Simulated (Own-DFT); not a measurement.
# Computed records: GaP (zincblende, strained, atoms displaced)

All values are calculated (Own-DFT development build). A calculation, not a measurement: plane-wave PBE density functional theory by an unreviewed code, no spin, of a simulated periodic cell, stress positive in tension, free energy of the whole cell less one offset for each atom, forces on such cells passed a denser k mesh, this cell's mesh not checked; offsets are fitted by least squares, one for each functional and potential file, so energies compare only between cells with the same atoms and settings and are not formation energies; the far tail of each file's local potential was reset to the Coulomb form; each entry is a single point on an unrelaxed cell, so the pressure reflects the starting lattice, mostly measured values (interpolated for alloys), from which strain is counted, and rises with the displacements; printed positions are rounded, which can move forces by about a meV/angstrom; the program, named Own-DFT, is a retired in-house code; no spin-orbit coupling.

Settings shared by all entries: functional PBE; potential files PseudoDojo norm-conserving, scalar-relativistic, standard set; wave cutoff 42 hartree; occupations Fermi-Dirac; smearing width 0.1 eV; hardware one NVIDIA H100; k mesh 3 x 3 x 3 centred on Gamma.

(1) 
```cif
# cell vector a (Å): 10.8620 0.0000 0.0000
# cell vector b (Å): 0.0000 10.8620 0.0000
# cell vector c (Å): 0.0000 0.0000 10.9361
data_GaP
_symmetry_space_group_name_H-M 'P 1'
_symmetry_Int_Tables_number 1
_cell_length_a 10.8620
_cell_length_b 10.8620
_cell_length_c 10.9361
_cell_angle_alpha 90.000
_cell_angle_beta 90.000
_cell_angle_gamma 90.000
_cell_volume 1290.27
loop_
_atom_site_label
_atom_site_type_symbol
_atom_site_fract_x
_atom_site_fract_y
_atom_site_fract_z
_atom_site_occupancy
Ga1 Ga 0.99890 0.99852 0.00041 1
Ga2 Ga 0.00264 0.25145 0.24702 1
Ga3 Ga 0.25528 0.00482 0.24879 1
Ga4 Ga 0.24727 0.25157 0.00079 1
P1 P 0.12435 0.12562 0.12336 1
P2 P 0.12145 0.37515 0.37869 1
P3 P 0.37012 0.12982 0.37145 1
P4 P 0.37421 0.37468 0.12935 1
Ga5 Ga 0.00436 0.99908 0.49958 1
Ga6 Ga 0.00251 0.25557 0.75140 1
Ga7 Ga 0.24783 0.00295 0.74893 1
Ga8 Ga 0.24895 0.24540 0.50170 1
P5 P 0.12191 0.12507 0.62471 1
P6 P 0.13030 0.37721 0.88011 1
P7 P 0.37531 0.12548 0.87316 1
P8 P 0.37131 0.38104 0.62392 1
Ga9 Ga 0.99669 0.50427 0.99963 1
Ga10 Ga 0.99848 0.74707 0.25066 1
Ga11 Ga 0.24867 0.49881 0.24980 1
Ga12 Ga 0.24733 0.75317 0.00013 1
P9 P 0.12570 0.62372 0.12968 1
P10 P 0.12293 0.87571 0.37489 1
P11 P 0.37831 0.62476 0.37113 1
P12 P 0.37940 0.87434 0.12363 1
Ga13 Ga 0.00002 0.49819 0.50093 1
Ga14 Ga 0.99559 0.74727 0.74891 1
Ga15 Ga 0.24989 0.50459 0.74485 1
Ga16 Ga 0.25033 0.75032 0.49557 1
P13 P 0.12374 0.62082 0.62423 1
P14 P 0.12197 0.87213 0.87988 1
P15 P 0.37436 0.62036 0.87539 1
P16 P 0.37407 0.87719 0.62415 1
Ga17 Ga 0.49703 0.00115 0.00456 1
Ga18 Ga 0.49902 0.25043 0.25023 1
Ga19 Ga 0.74575 0.00071 0.24757 1
Ga20 Ga 0.75148 0.24492 0.00010 1
P17 P 0.62786 0.12526 0.12169 1
P18 P 0.62286 0.37454 0.37626 1
P19 P 0.87773 0.12013 0.38172 1
P20 P 0.87538 0.37264 0.12371 1
Ga21 Ga 0.50420 0.00261 0.50580 1
Ga22 Ga 0.50437 0.25246 0.74751 1
Ga23 Ga 0.74939 0.00189 0.74850 1
Ga24 Ga 0.74762 0.24503 0.50385 1
P21 P 0.62234 0.12148 0.62869 1
P22 P 0.62396 0.37393 0.88047 1
P23 P 0.87152 0.12623 0.87389 1
P24 P 0.87798 0.37319 0.62590 1
Ga25 Ga 0.49743 0.49907 0.99773 1
Ga26 Ga 0.50039 0.75600 0.25137 1
Ga27 Ga 0.75183 0.49508 0.25137 1
Ga28 Ga 0.74845 0.75158 0.00494 1
P25 P 0.63116 0.62574 0.12595 1
P26 P 0.62458 0.87000 0.37775 1
P27 P 0.87392 0.62393 0.37097 1
P28 P 0.87449 0.87375 0.12522 1
Ga29 Ga 0.49932 0.50110 0.50062 1
Ga30 Ga 0.50061 0.74642 0.75303 1
Ga31 Ga 0.74848 0.49623 0.74677 1
Ga32 Ga 0.75003 0.74786 0.49912 1
P29 P 0.62402 0.62788 0.62333 1
P30 P 0.62709 0.87465 0.87607 1
P31 P 0.87326 0.62508 0.87534 1
P32 P 0.87375 0.87313 0.61821 1
_calc_free_energy_of_cell_above_offsets '-35.061'  # eV
_calc_pressure 3.19  # GPa
_calc_stress_xx -3.37  # GPa
_calc_stress_yy -3.35  # GPa
_calc_stress_zz -2.84  # GPa
_calc_stress_yz 0.04  # GPa
_calc_stress_xz -0.24  # GPa
_calc_stress_xy 0.13  # GPa
_calc_wall_time 506.1  # s
```

Force:
```tsv
element	x (eV/Å)	y (eV/Å)	z (eV/Å)
Ga	-0.258	0.222	0.011
Ga	-0.373	-0.291	0.601
Ga	-0.677	-0.716	-0.231
Ga	0.682	-0.308	0.092
P	0.078	-0.252	0.06
P	0.541	-0.24	-0.367
P	1.052	-0.472	0.759
P	0.024	0.021	-0.594
Ga	-0.273	-0.244	0.198
Ga	0.092	-0.313	0.442
Ga	-0.015	-0.432	0.311
Ga	-0.15	0.717	-0.006
P	0.107	0.084	0.372
P	-0.584	0.47	-0.67
P	-0.035	0.252	0.201
P	0.473	-0.93	-0.087
Ga	0.376	-0.29	0.131
Ga	0.134	0.408	-0.066
Ga	0.062	-0.09	0.526
Ga	0.376	-0.651	0.262
P	-0.116	0.237	-0.579
P	0.52	-0.035	-0.527
P	-0.358	0.069	0.131
P	-0.735	0.102	0.26
Ga	-0.398	0.274	-0.231
Ga	0.227	0.166	-0.041
Ga	-0.149	-0.423	0.741
Ga	0.058	-0.147	0.237
P	-0.069	0.913	-0.234
P	0.015	0.384	-1.015
P	-0.293	0.736	-0.008
P	-0.006	-0.389	0.269
Ga	0.447	0.064	-0.887
Ga	0.316	-0.039	-0.137
Ga	0.515	-0.287	0.65
Ga	-0.004	0.644	-0.051
P	-0.697	0.069	0.593
P	0.294	-0.246	0.217
P	-0.452	0.568	-1.038
P	-0.036	0.061	-0.064
Ga	-0.808	-0.431	-1.015
Ga	-0.721	0.249	0.343
Ga	0.274	-0.696	0.15
Ga	0.265	0.226	-0.266
P	0.396	0.674	-0.093
P	0.328	-0.084	-0.56
P	0.796	-0.217	-0.246
P	-0.582	0.045	-0.196
Ga	0.281	0.121	0.82
Ga	0.257	-0.843	-0.275
Ga	-0.196	0.064	-0.196
Ga	0.294	-0.068	-0.614
P	-0.997	-0.379	0.216
P	0.041	1.04	-0.052
P	0.079	-0.268	0.704
P	0.099	0.244	0.267
Ga	0.019	0.126	-0.172
Ga	-0.187	0.51	-0.067
Ga	-0.027	0.256	0.365
Ga	0.126	-0.211	-0.224
P	0.125	-0.516	0.224
P	-0.337	0.171	0.055
P	-0.443	0.003	-0.127
P	0.202	0.318	0.726
```

(2) 
```cif
# cell vector a (Å): 10.8620 0.0000 0.0000
# cell vector b (Å): 0.0000 10.8620 0.0000
# cell vector c (Å): 0.0000 0.0000 10.9361
data_GaP
_symmetry_space_group_name_H-M 'P 1'
_symmetry_Int_Tables_number 1
_cell_length_a 10.8620
_cell_length_b 10.8620
_cell_length_c 10.9361
_cell_angle_alpha 90.000
_cell_angle_beta 90.000
_cell_angle_gamma 90.000
_cell_volume 1290.27
loop_
_atom_site_label
_atom_site_type_symbol
_atom_site_fract_x
_atom_site_fract_y
_atom_site_fract_z
_atom_site_occupancy
Ga1 Ga 0.99554 0.00104 0.00195 1
Ga2 Ga 0.99772 0.24903 0.25218 1
Ga3 Ga 0.25402 0.99832 0.25271 1
Ga4 Ga 0.25083 0.24959 0.99706 1
P1 P 0.12510 0.12085 0.12473 1
P2 P 0.12435 0.37736 0.37186 1
P3 P 0.37496 0.12128 0.37690 1
P4 P 0.38110 0.37813 0.12708 1
Ga5 Ga 0.00189 0.99713 0.50560 1
Ga6 Ga 0.00101 0.24878 0.75010 1
Ga7 Ga 0.25245 0.00616 0.74802 1
Ga8 Ga 0.25011 0.24777 0.50094 1
P5 P 0.12638 0.12374 0.62362 1
P6 P 0.12256 0.37560 0.87391 1
P7 P 0.37464 0.12653 0.87350 1
P8 P 0.37620 0.37758 0.62252 1
Ga9 Ga 0.00167 0.50187 0.00185 1
Ga10 Ga 0.99799 0.75226 0.25747 1
Ga11 Ga 0.24928 0.49892 0.24734 1
Ga12 Ga 0.24806 0.74655 0.99863 1
P9 P 0.12396 0.62270 0.12388 1
P10 P 0.12718 0.87392 0.37630 1
P11 P 0.36887 0.62282 0.37289 1
P12 P 0.37366 0.87446 0.12490 1
Ga13 Ga 0.99938 0.50273 0.49693 1
Ga14 Ga 0.00064 0.74855 0.75126 1
Ga15 Ga 0.25149 0.50329 0.74875 1
Ga16 Ga 0.24874 0.74869 0.49880 1
P13 P 0.12210 0.62152 0.62442 1
P14 P 0.12242 0.87507 0.87424 1
P15 P 0.37935 0.62443 0.87600 1
P16 P 0.37295 0.87213 0.62194 1
Ga17 Ga 0.50003 0.00125 0.00012 1
Ga18 Ga 0.49894 0.24988 0.24978 1
Ga19 Ga 0.74655 0.99930 0.24767 1
Ga20 Ga 0.74799 0.25034 0.99923 1
P17 P 0.62542 0.12664 0.12483 1
P18 P 0.62999 0.37700 0.37565 1
P19 P 0.87304 0.12122 0.37677 1
P20 P 0.87536 0.37387 0.12591 1
Ga21 Ga 0.49959 0.00224 0.50560 1
Ga22 Ga 0.50379 0.25194 0.74989 1
Ga23 Ga 0.74484 0.99938 0.75338 1
Ga24 Ga 0.75383 0.24810 0.49413 1
P21 P 0.62658 0.12318 0.62683 1
P22 P 0.62543 0.37436 0.88108 1
P23 P 0.87829 0.12692 0.87764 1
P24 P 0.87221 0.37035 0.62399 1
Ga25 Ga 0.50089 0.49954 0.00463 1
Ga26 Ga 0.50030 0.75021 0.24394 1
Ga27 Ga 0.74874 0.49670 0.25029 1
Ga28 Ga 0.74626 0.74983 0.00183 1
P25 P 0.62685 0.63071 0.12381 1
P26 P 0.62670 0.87836 0.37146 1
P27 P 0.87838 0.62387 0.37802 1
P28 P 0.87453 0.87365 0.12589 1
Ga29 Ga 0.49745 0.50056 0.50086 1
Ga30 Ga 0.49808 0.75161 0.74535 1
Ga31 Ga 0.75362 0.50025 0.74771 1
Ga32 Ga 0.74331 0.75094 0.50291 1
P29 P 0.62663 0.62070 0.62680 1
P30 P 0.62927 0.87535 0.87487 1
P31 P 0.87081 0.62584 0.87507 1
P32 P 0.87312 0.87024 0.62087 1
_calc_free_energy_of_cell_above_offsets '-35.191'  # eV
_calc_pressure 3.17  # GPa
_calc_stress_xx -3.32  # GPa
_calc_stress_yy -3.35  # GPa
_calc_stress_zz -2.84  # GPa
_calc_stress_yz 0.29  # GPa
_calc_stress_xz -0.2  # GPa
_calc_stress_xy -0.13  # GPa
_calc_wall_time 504.7  # s
```

Force:
```tsv
element	x (eV/Å)	y (eV/Å)	z (eV/Å)
Ga	0.416	-0.367	-0.061
Ga	0.199	-0.234	-0.13
Ga	-0.449	-0.017	-0.293
Ga	-0.172	0.251	0.476
P	0.206	0.439	0.288
P	0.102	-0.492	0.395
P	0.229	0.551	-0.004
P	-0.906	-0.573	-0.176
Ga	-0.27	-0.063	-0.545
Ga	-0.059	0.078	-0.149
Ga	-0.226	-0.875	0.23
Ga	-0.041	0.475	-0.397
P	-0.22	0.295	0.214
P	0.444	0.158	-0.004
P	0.443	0.038	0.01
P	-0.186	-0.536	0.437
Ga	-0.559	-0.254	-0.331
Ga	0.234	-0.259	-0.644
Ga	-0.074	-0.073	-0.083
Ga	0.05	0.274	-0.068
P	-0.022	0.595	0.477
P	-0.135	0.355	0.044
P	0.859	0.332	-0.028
P	0.002	0	-0.397
Ga	0.06	-0.815	0.458
Ga	-0.293	0.028	-0.185
Ga	-0.061	-0.287	0.209
Ga	-0.194	-0.321	0.135
P	0.315	0.431	0.103
P	0.351	0.316	-0.001
P	-0.229	0.077	-0.108
P	-0.032	0.399	0.247
Ga	-0.007	-0.161	-0.087
Ga	0.333	-0.025	0.454
Ga	0.498	0.175	-0.062
Ga	0.523	-0.075	0.263
P	-0.217	-0.105	-0.029
P	-0.951	-0.358	0.121
P	0.556	-0.284	-0.332
P	-0.087	0.052	-0.212
Ga	0.208	-0.437	-0.482
Ga	-0.211	0.094	0.009
Ga	1.196	0.131	-0.349
Ga	-0.466	-0.047	0.56
P	0.038	0.548	-0.231
P	0.007	0.456	-0.793
P	-0.644	-0.196	-0.402
P	0.57	0.327	-0.115
Ga	0.345	0.384	-0.345
Ga	-0.254	0.096	0.84
Ga	0.515	0.687	-0.229
Ga	0.683	0.276	-0.33
P	-0.16	-1.036	0.4
P	-0.779	-0.458	0.545
P	-1.145	0.324	-0.305
P	-0.091	-0.028	0.089
Ga	0.315	0.154	-0.502
Ga	0.434	-0.171	0.462
Ga	-0.234	-0.502	0.478
Ga	0.339	-0.293	-0.656
P	-0.537	0.386	-0.182
P	-1.042	-0.235	0.166
P	0.468	-0.076	0.221
P	0.014	0.468	0.917
```

(3) 
```cif
# cell vector a (Å): 10.8620 0.0000 0.0000
# cell vector b (Å): 0.0000 10.8620 0.0000
# cell vector c (Å): 0.0000 0.0000 10.9361
data_GaP
_symmetry_space_group_name_H-M 'P 1'
_symmetry_Int_Tables_number 1
_cell_length_a 10.8620
_cell_length_b 10.8620
_cell_length_c 10.9361
_cell_angle_alpha 90.000
_cell_angle_beta 90.000
_cell_angle_gamma 90.000
_cell_volume 1290.27
loop_
_atom_site_label
_atom_site_type_symbol
_atom_site_fract_x
_atom_site_fract_y
_atom_site_fract_z
_atom_site_occupancy
Ga1 Ga 0.99838 0.99905 0.00204 1
Ga2 Ga 0.00379 0.24962 0.25160 1
Ga3 Ga 0.24828 0.99818 0.25317 1
Ga4 Ga 0.25041 0.25354 0.99932 1
P1 P 0.12169 0.12606 0.12738 1
P2 P 0.12725 0.37277 0.37324 1
P3 P 0.37149 0.12800 0.37353 1
P4 P 0.37319 0.37122 0.12539 1
Ga5 Ga 0.00296 0.00400 0.50243 1
Ga6 Ga 0.00126 0.25348 0.74893 1
Ga7 Ga 0.25124 0.00280 0.75107 1
Ga8 Ga 0.25013 0.25031 0.49690 1
P5 P 0.12350 0.12075 0.62424 1
P6 P 0.13000 0.37378 0.87826 1
P7 P 0.36999 0.12677 0.87675 1
P8 P 0.37285 0.37055 0.62165 1
Ga9 Ga 0.00052 0.49651 0.00225 1
Ga10 Ga 0.00017 0.75294 0.25051 1
Ga11 Ga 0.25273 0.50140 0.24971 1
Ga12 Ga 0.24901 0.75237 0.99899 1
P9 P 0.12446 0.62987 0.12023 1
P10 P 0.12455 0.87056 0.38264 1
P11 P 0.37914 0.62177 0.37606 1
P12 P 0.37508 0.87622 0.12366 1
Ga13 Ga 0.99925 0.50167 0.50007 1
Ga14 Ga 0.00660 0.74641 0.75281 1
Ga15 Ga 0.25411 0.49948 0.74842 1
Ga16 Ga 0.25123 0.74951 0.49686 1
P13 P 0.12306 0.62531 0.62624 1
P14 P 0.12289 0.88154 0.87449 1
P15 P 0.37433 0.62089 0.87588 1
P16 P 0.37537 0.87519 0.62448 1
Ga17 Ga 0.50032 0.00300 0.00021 1
Ga18 Ga 0.49737 0.25674 0.25348 1
Ga19 Ga 0.75127 0.00323 0.25202 1
Ga20 Ga 0.75189 0.24716 0.99939 1
P17 P 0.62519 0.12496 0.12713 1
P18 P 0.62586 0.37526 0.37253 1
P19 P 0.87775 0.12640 0.36986 1
P20 P 0.87718 0.37317 0.12394 1
Ga21 Ga 0.49999 0.99802 0.50024 1
Ga22 Ga 0.49949 0.24980 0.75444 1
Ga23 Ga 0.74821 0.00276 0.74680 1
Ga24 Ga 0.75480 0.25249 0.50150 1
P21 P 0.62616 0.12921 0.62306 1
P22 P 0.62325 0.37329 0.87168 1
P23 P 0.87662 0.12065 0.87558 1
P24 P 0.87383 0.36990 0.62584 1
Ga25 Ga 0.49972 0.49957 0.00345 1
Ga26 Ga 0.49960 0.75186 0.24787 1
Ga27 Ga 0.75173 0.50084 0.24722 1
Ga28 Ga 0.75519 0.74877 0.99899 1
P25 P 0.62587 0.62659 0.12572 1
P26 P 0.62593 0.87243 0.37785 1
P27 P 0.87762 0.62477 0.37247 1
P28 P 0.87236 0.87411 0.12536 1
Ga29 Ga 0.50063 0.50037 0.50126 1
Ga30 Ga 0.49604 0.75255 0.74956 1
Ga31 Ga 0.74981 0.50006 0.75251 1
Ga32 Ga 0.75363 0.74869 0.50109 1
P29 P 0.62727 0.62732 0.62408 1
P30 P 0.61979 0.87593 0.87430 1
P31 P 0.86911 0.62636 0.87592 1
P32 P 0.87428 0.87573 0.62130 1
_calc_free_energy_of_cell_above_offsets '-35.216'  # eV
_calc_pressure 3.14  # GPa
_calc_stress_xx -3.31  # GPa
_calc_stress_yy -3.29  # GPa
_calc_stress_zz -2.83  # GPa
_calc_stress_yz -0.46  # GPa
_calc_stress_xz -0.48  # GPa
_calc_stress_xy -0.23  # GPa
_calc_wall_time 498.5  # s
```

Force:
```tsv
element	x (eV/Å)	y (eV/Å)	z (eV/Å)
Ga	-0.016	0.129	0.224
Ga	-0.317	0.276	-0.254
Ga	-0.168	-0.04	-0.162
Ga	-0.262	-0.738	0.525
P	0.598	-0.316	-0.392
P	-0.218	0.712	0.233
P	0.574	-0.546	0.13
P	0.185	0.668	-0.032
Ga	-0.709	-0.532	-0.496
Ga	0.211	-0.649	0.445
Ga	-0.111	-0.278	-0.286
Ga	-0.398	-0.365	0.339
P	0.556	1.053	0.308
P	-0.621	0.512	-0.714
P	0.583	-0.069	0.016
P	0.436	0.341	0.38
Ga	-0.06	0.446	-0.382
Ga	0.134	-0.13	-0.121
Ga	-0.376	0.103	-0.223
Ga	0.135	0.128	-0.378
P	0.017	-0.458	0.664
P	-0.146	0.666	-0.82
P	-0.303	0.462	-0.269
P	-0.149	0.071	0.149
Ga	0.064	-0.469	-0.039
Ga	-0.943	0.626	-0.047
Ga	-0.373	-0.173	-0.095
Ga	0.26	-0.456	0.555
P	0.662	-0.315	-0.228
P	0.374	-0.582	0.095
P	0.131	0.56	-0.01
P	-0.414	0.095	0.014
Ga	-0.084	-0.03	0.027
Ga	0.259	-0.814	-0.281
Ga	-0.368	-0.491	-0.073
Ga	-0.17	0.046	-0.113
P	-0.247	0.398	0.065
P	0.324	0.302	0.497
P	0.015	-0.004	0.848
P	-0.186	-0.077	0.238
Ga	0.062	0.492	-0.163
Ga	-0.276	-0.219	-0.637
Ga	-0.003	-0.386	0.147
Ga	-0.518	-0.474	-0.75
P	-0.353	-0.196	0.039
P	0.276	0.268	0.824
P	-0.077	0.488	-0.322
P	0.374	1.166	0.16
Ga	0.171	-0.176	-0.16
Ga	0.082	-0.034	0.245
Ga	-0.013	-0.125	0.071
Ga	-1.086	0.495	0.14
P	0.027	-0.039	-0.226
P	0.064	0.249	-0.368
P	-0.235	-0.042	0.111
P	0.223	0.235	0.203
Ga	0.325	-0.299	0.158
Ga	0.283	-0.499	0.124
Ga	-0.214	-0.094	-0.463
Ga	-0.067	-0.025	-0.293
P	-0.287	-0.252	0.32
P	0.664	0.008	0.075
P	1.259	-0.554	-0.24
P	0.441	-0.048	0.667
```

(4) 
```cif
# cell vector a (Å): 10.8620 0.0000 0.0000
# cell vector b (Å): 0.0000 10.8620 0.0000
# cell vector c (Å): 0.0000 0.0000 10.9361
data_GaP
_symmetry_space_group_name_H-M 'P 1'
_symmetry_Int_Tables_number 1
_cell_length_a 10.8620
_cell_length_b 10.8620
_cell_length_c 10.9361
_cell_angle_alpha 90.000
_cell_angle_beta 90.000
_cell_angle_gamma 90.000
_cell_volume 1290.27
loop_
_atom_site_label
_atom_site_type_symbol
_atom_site_fract_x
_atom_site_fract_y
_atom_site_fract_z
_atom_site_occupancy
Ga1 Ga 0.00217 0.00183 0.00433 1
Ga2 Ga 0.99698 0.24913 0.24900 1
Ga3 Ga 0.25257 0.99935 0.25459 1
Ga4 Ga 0.24712 0.25490 0.99813 1
P1 P 0.12531 0.12521 0.12769 1
P2 P 0.13027 0.37564 0.37579 1
P3 P 0.37799 0.12558 0.37174 1
P4 P 0.38135 0.37118 0.12335 1
Ga5 Ga 0.00331 0.00468 0.50119 1
Ga6 Ga 0.99959 0.25358 0.75105 1
Ga7 Ga 0.25094 0.00226 0.75057 1
Ga8 Ga 0.25454 0.24869 0.50191 1
P5 P 0.12662 0.12856 0.62938 1
P6 P 0.12515 0.37289 0.87551 1
P7 P 0.37263 0.12278 0.86821 1
P8 P 0.37043 0.37377 0.62500 1
Ga9 Ga 0.99789 0.49769 0.00522 1
Ga10 Ga 0.00111 0.75106 0.24885 1
Ga11 Ga 0.24999 0.49999 0.25274 1
Ga12 Ga 0.24953 0.74772 0.99700 1
P9 P 0.12398 0.62667 0.12579 1
P10 P 0.12376 0.87358 0.38276 1
P11 P 0.37288 0.62568 0.37937 1
P12 P 0.37548 0.87267 0.12790 1
Ga13 Ga 0.99776 0.50098 0.49885 1
Ga14 Ga 0.00345 0.74781 0.74626 1
Ga15 Ga 0.24910 0.49868 0.74789 1
Ga16 Ga 0.24923 0.74889 0.50478 1
P13 P 0.12416 0.62700 0.62339 1
P14 P 0.12338 0.87859 0.87597 1
P15 P 0.37331 0.62601 0.87580 1
P16 P 0.37590 0.87477 0.62214 1
Ga17 Ga 0.49994 0.00162 0.00550 1
Ga18 Ga 0.50001 0.24672 0.25027 1
Ga19 Ga 0.75076 0.00168 0.24357 1
Ga20 Ga 0.75528 0.25461 0.99916 1
P17 P 0.62497 0.12832 0.12341 1
P18 P 0.62570 0.37535 0.37606 1
P19 P 0.87768 0.12745 0.37771 1
P20 P 0.87656 0.37644 0.12544 1
Ga21 Ga 0.49952 0.99837 0.50150 1
Ga22 Ga 0.49917 0.25154 0.74837 1
Ga23 Ga 0.74708 0.99600 0.74852 1
Ga24 Ga 0.75249 0.25311 0.50135 1
P21 P 0.62590 0.12464 0.62363 1
P22 P 0.62745 0.37199 0.87462 1
P23 P 0.87387 0.12807 0.87349 1
P24 P 0.87016 0.37489 0.61954 1
Ga25 Ga 0.50106 0.50227 0.99763 1
Ga26 Ga 0.49926 0.74607 0.24835 1
Ga27 Ga 0.75069 0.50311 0.25251 1
Ga28 Ga 0.74986 0.75106 0.00009 1
P25 P 0.62218 0.62400 0.12418 1
P26 P 0.62833 0.87707 0.37653 1
P27 P 0.87470 0.62134 0.37750 1
P28 P 0.87384 0.87377 0.12300 1
Ga29 Ga 0.50040 0.49921 0.50379 1
Ga30 Ga 0.50011 0.75162 0.74997 1
Ga31 Ga 0.74898 0.50117 0.74661 1
Ga32 Ga 0.75472 0.75128 0.49698 1
P29 P 0.62078 0.62540 0.62876 1
P30 P 0.62110 0.87333 0.87994 1
P31 P 0.87238 0.62152 0.87448 1
P32 P 0.87316 0.87551 0.63119 1
_calc_free_energy_of_cell_above_offsets '-35.199'  # eV
_calc_pressure 3.16  # GPa
_calc_stress_xx -3.33  # GPa
_calc_stress_yy -3.35  # GPa
_calc_stress_zz -2.79  # GPa
_calc_stress_yz -0.28  # GPa
_calc_stress_xz -0.18  # GPa
_calc_stress_xy 0.08  # GPa
_calc_wall_time 516.5  # s
```

Force:
```tsv
element	x (eV/Å)	y (eV/Å)	z (eV/Å)
Ga	-0.365	0.143	-0.428
Ga	0.563	0.25	0.355
Ga	-0.418	-0.268	-0.179
Ga	0.61	-0.847	0.245
P	0.314	0.085	0.003
P	-0.72	-0.339	0.089
P	-0.166	-0.238	0.753
P	-0.683	0.604	0.071
Ga	-0.338	-0.219	0.505
Ga	-0.327	-0.072	-0.259
Ga	-0.273	-0.635	-0.341
Ga	-0.437	-0.214	-0.41
P	-0.072	-0.082	-0.4
P	-0.385	0.87	-0.078
P	0.531	0.534	1.202
P	0.728	0.254	0.106
Ga	0.368	0.423	-0.692
Ga	-0.22	0.022	0.435
Ga	0.411	-0.004	-0.479
Ga	-0.207	0.529	0.328
P	0.248	-0.299	-0.056
P	0.134	0.147	-0.65
P	0.299	-0.131	-0.241
P	-0.294	0.118	-0.24
Ga	0.522	-0.455	0.086
Ga	-0.483	0.293	0.841
Ga	-0.174	0.252	0.336
Ga	0.197	0.146	-0.37
P	0.017	-0.705	0.154
P	0.185	-0.413	-0.194
P	0.127	-0.28	-0.497
P	-0.271	0.082	0.574
Ga	-0.418	0.007	-0.497
Ga	0.43	0.457	0.015
Ga	0.008	0.081	0.69
Ga	-0.35	-0.359	0.043
P	0.412	0.078	-0.06
P	-0.184	-0.059	-0.099
P	-0.442	-0.297	-0.384
P	-0.424	-0.061	0.538
Ga	0.273	0.268	-0.362
Ga	0.122	-0.25	0.068
Ga	-0.231	0.441	0.666
Ga	-0.606	-0.674	-0.517
P	-0.116	0.139	0.053
P	-0.279	0.521	-0.179
P	0.152	-0.574	0.108
P	0.923	0.468	0.903
Ga	0.007	-0.486	-0.107
Ga	0.134	0.339	0.681
Ga	-0.337	-0.334	-0.328
Ga	-0.117	-0.421	-0.143
P	0.576	0.054	0.09
P	-0.236	-0.238	-0.553
P	0.254	0.718	-0.527
P	0.298	0.124	0.176
Ga	-0.199	-0.005	-0.22
Ga	-0.279	0.037	0.231
Ga	-0.144	-0.262	0.242
Ga	-0.474	-0.031	0.614
P	0.57	0.255	-0.595
P	0.203	0.349	-0.3
P	0.486	0.279	0.054
P	0.566	-0.114	-0.873
```
